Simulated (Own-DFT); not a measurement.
Simulation results for SiC (2H silicon carbide, strained, atoms displaced)

A calculation, not a measurement: plane-wave PBE density functional theory by an unreviewed code, no spin, of a simulated periodic cell, stress positive in tension, free energy of the whole cell less one offset for each atom, forces on such cells passed a denser k mesh, this cell's mesh not checked; offsets are fitted by least squares, one for each functional and potential file, so energies compare only between cells with the same atoms and settings and are not formation energies; the far tail of each file's local potential was reset to the Coulomb form; each entry is a single point on an unrelaxed cell, so the pressure reflects the starting lattice, mostly measured values (interpolated for alloys), from which strain is counted, and rises with the displacements; printed positions are rounded, which can move forces by about a meV/angstrom; the program, named Own-DFT, is a retired in-house code; no spin-orbit coupling; before rounding, a Quantum ESPRESSO 7.3.1 run of the same cell and cutoff gave forces within 1 meV/angstrom rms on each cell, which checks the program and not the settings. Program: Own-DFT development build.

Settings shared by all entries: functional PBE; potential files PseudoDojo norm-conserving, scalar-relativistic, standard set; wave cutoff 42 hartree; occupations Fermi-Dirac; smearing width 0.1 eV; k mesh 5 x 5 x 3 centred on Gamma.

(1) 
```cif
# cell vector a (Å): 6.0570 0.0549 0.0283
# cell vector b (Å): -2.9809 5.3641 -0.0941
# cell vector c (Å): 0.0462 -0.1507 10.1655
data_SiC
_symmetry_space_group_name_H-M 'P 1'
_symmetry_Int_Tables_number 1
_cell_length_a 6.0573
_cell_length_b 6.1374
_cell_length_c 10.1667
_cell_angle_alpha 91.747
_cell_angle_beta 89.480
_cell_angle_gamma 118.543
_cell_volume 331.86
loop_
_atom_site_label
_atom_site_type_symbol
_atom_site_fract_x
_atom_site_fract_y
_atom_site_fract_z
_atom_site_occupancy
Si1 Si 0.99394 0.99658 0.99811 1
Si2 Si 0.16819 0.33126 0.24985 1
C1 C 0.99244 0.99657 0.18498 1
C2 C 0.16739 0.33048 0.43624 1
Si3 Si 0.00369 0.99380 0.50382 1
Si4 Si 0.16791 0.34374 0.75170 1
C3 C 0.97890 0.99070 0.68107 1
C4 C 0.16920 0.35431 0.94456 1
Si5 Si 0.99281 0.49640 0.99250 1
Si6 Si 0.17996 0.84126 0.25085 1
C5 C 0.01186 0.50772 0.18720 1
C6 C 0.17701 0.83025 0.43850 1
Si7 Si 0.99046 0.50856 0.50316 1
Si8 Si 0.16284 0.85048 0.74842 1
C7 C 0.99651 0.50070 0.68619 1
C8 C 0.16517 0.81957 0.93568 1
Si9 Si 0.48295 0.97030 0.00273 1
Si10 Si 0.66170 0.32763 0.25004 1
C9 C 0.50123 0.01891 0.18291 1
C10 C 0.66215 0.33116 0.43942 1
Si11 Si 0.50422 0.00131 0.48648 1
Si12 Si 0.67621 0.32633 0.74839 1
C11 C 0.50668 0.01293 0.69194 1
C12 C 0.67165 0.34129 0.94088 1
Si13 Si 0.50293 0.51361 0.98923 1
Si14 Si 0.68562 0.84957 0.25312 1
C13 C 0.50643 0.50032 0.18503 1
C14 C 0.65645 0.83447 0.44059 1
Si15 Si 0.49405 0.49502 0.50134 1
Si16 Si 0.65631 0.82474 0.75262 1
C15 C 0.48058 0.49307 0.69314 1
C16 C 0.68064 0.84630 0.92847 1
_calc_free_energy_of_cell_above_offsets '-1.931'  # eV
_calc_pressure 5.44  # GPa
_calc_stress_xx -14.77  # GPa
_calc_stress_yy -0.22  # GPa
_calc_stress_zz -1.32  # GPa
_calc_stress_yz -5.44  # GPa
_calc_stress_xz 1.93  # GPa
_calc_stress_xy 2.14  # GPa
```

Force:
```csv
element,x (eV/Å),y (eV/Å),z (eV/Å)
Si,1.487,1.399,0.498
Si,0.215,0.938,-0.551
C,1.699,0.987,0.055
C,-0.835,-0.527,0.639
Si,-1.179,1.194,-1.759
Si,-1.261,-1.708,0.282
C,0.795,1.14,2.161
C,2.092,-3.173,-2.434
Si,-1.242,1.184,2.912
Si,-1.206,-1.279,-0.542
C,-0.829,-0.405,0.05
C,-1.684,-0.028,-0.524
Si,2.202,-1.256,-0.85
Si,1.492,-1.208,-0.075
C,0.062,1.415,0.092
C,-1.498,1.227,-0.391
Si,0.094,3.676,-0.966
Si,0.835,3.129,-0.558
C,1.399,-2.633,1.005
C,0.226,0.215,-0.852
Si,-1.168,1.273,3.784
Si,-2.034,1.504,1.433
C,-0.688,-2.303,-1.597
C,-0.903,-2.106,-1.511
Si,1.199,-0.655,2.255
Si,-2.152,-2.54,-0.356
C,-0.867,1.175,0.025
C,3.623,-1.269,-1.01
Si,-1.067,0.62,0.28
Si,-0.608,0.714,-2.213
C,2.618,0.691,-1.195
C,-0.819,-1.391,1.912
```

(2) 
```cif
# cell vector a (Å): 6.1426 -0.0739 0.0743
# cell vector b (Å): -3.1353 5.4787 0.0207
# cell vector c (Å): 0.1213 0.1091 9.8749
data_SiC
_symmetry_space_group_name_H-M 'P 1'
_symmetry_Int_Tables_number 1
_cell_length_a 6.1435
_cell_length_b 6.3124
_cell_length_c 9.8762
_cell_angle_alpha 89.612
_cell_angle_beta 88.611
_cell_angle_gamma 120.465
_cell_volume 329.95
loop_
_atom_site_label
_atom_site_type_symbol
_atom_site_fract_x
_atom_site_fract_y
_atom_site_fract_z
_atom_site_occupancy
Si1 Si 0.99913 0.00099 0.00115 1
Si2 Si 0.16622 0.32726 0.26682 1
C1 C 0.00351 0.99684 0.18101 1
C2 C 0.16391 0.32794 0.43924 1
Si3 Si 0.99592 0.99567 0.49532 1
Si4 Si 0.16583 0.33956 0.75607 1
C3 C 0.01033 0.00092 0.68390 1
C4 C 0.15979 0.32786 0.94578 1
Si5 Si 0.99295 0.49167 0.00355 1
Si6 Si 0.14679 0.83937 0.24649 1
C5 C 0.01564 0.50847 0.18173 1
C6 C 0.15932 0.82078 0.43156 1
Si7 Si 0.01998 0.50642 0.49566 1
Si8 Si 0.15945 0.81814 0.74929 1
C7 C 0.00103 0.49413 0.69453 1
C8 C 0.16987 0.82461 0.93440 1
Si9 Si 0.48930 0.00665 0.00010 1
Si10 Si 0.66723 0.32166 0.24771 1
C9 C 0.49739 0.00283 0.18951 1
C10 C 0.67284 0.32347 0.43365 1
Si11 Si 0.50890 0.00081 0.49659 1
Si12 Si 0.68035 0.33125 0.74842 1
C11 C 0.48730 0.99797 0.68777 1
C12 C 0.67227 0.33669 0.93174 1
Si13 Si 0.50412 0.50596 0.00770 1
Si14 Si 0.65319 0.83263 0.25788 1
C13 C 0.49734 0.49797 0.19002 1
C14 C 0.67307 0.83957 0.44009 1
Si15 Si 0.48577 0.49445 0.49820 1
Si16 Si 0.66616 0.83518 0.75093 1
C15 C 0.51804 0.50278 0.68742 1
C16 C 0.65844 0.82448 0.93551 1
_calc_free_energy_of_cell_above_offsets '-1.895'  # eV
_calc_pressure 6.42  # GPa
_calc_stress_xx -2.92  # GPa
_calc_stress_yy 4.76  # GPa
_calc_stress_zz -21.1  # GPa
_calc_stress_yz 3.75  # GPa
_calc_stress_xz 2.25  # GPa
_calc_stress_xy -4.33  # GPa
```

Force:
```csv
element,x (eV/Å),y (eV/Å),z (eV/Å)
Si,-0.094,-0.948,-2.255
Si,-0.423,0.492,-6.622
C,-2.589,1.202,2.939
C,0.129,-0.265,2.352
Si,1.434,-0.458,1.737
Si,2.292,-1.297,-0.444
C,-0.975,0.274,0.81
C,0.7,0.388,-0.722
Si,0.77,0.686,-1.668
Si,3.181,-1.921,-0.314
C,-0.852,-0.814,3.118
C,0.246,1.73,0.944
Si,-2.772,-1.16,1.217
Si,-0.766,1.443,-0.039
C,1.465,0.899,-2.463
C,-1.649,0.243,1.193
Si,1.891,-0.72,-0.688
Si,-0.115,1.808,-0.427
C,-0.267,-0.527,-0.171
C,-0.655,1.218,1.033
Si,-1.613,0.056,0.763
Si,-2.991,-0.975,-0.517
C,2.179,0.155,-0.438
C,-0.997,-0.33,2.218
Si,-0.501,-0.848,-2.186
Si,1.035,-0.346,-2.791
C,0.631,0.148,2.055
C,-0.795,-1.535,0.012
Si,3.34,0.396,0.93
Si,0.348,-0.322,-1.24
C,-1.586,-0.014,0.057
C,0,1.345,1.604
```
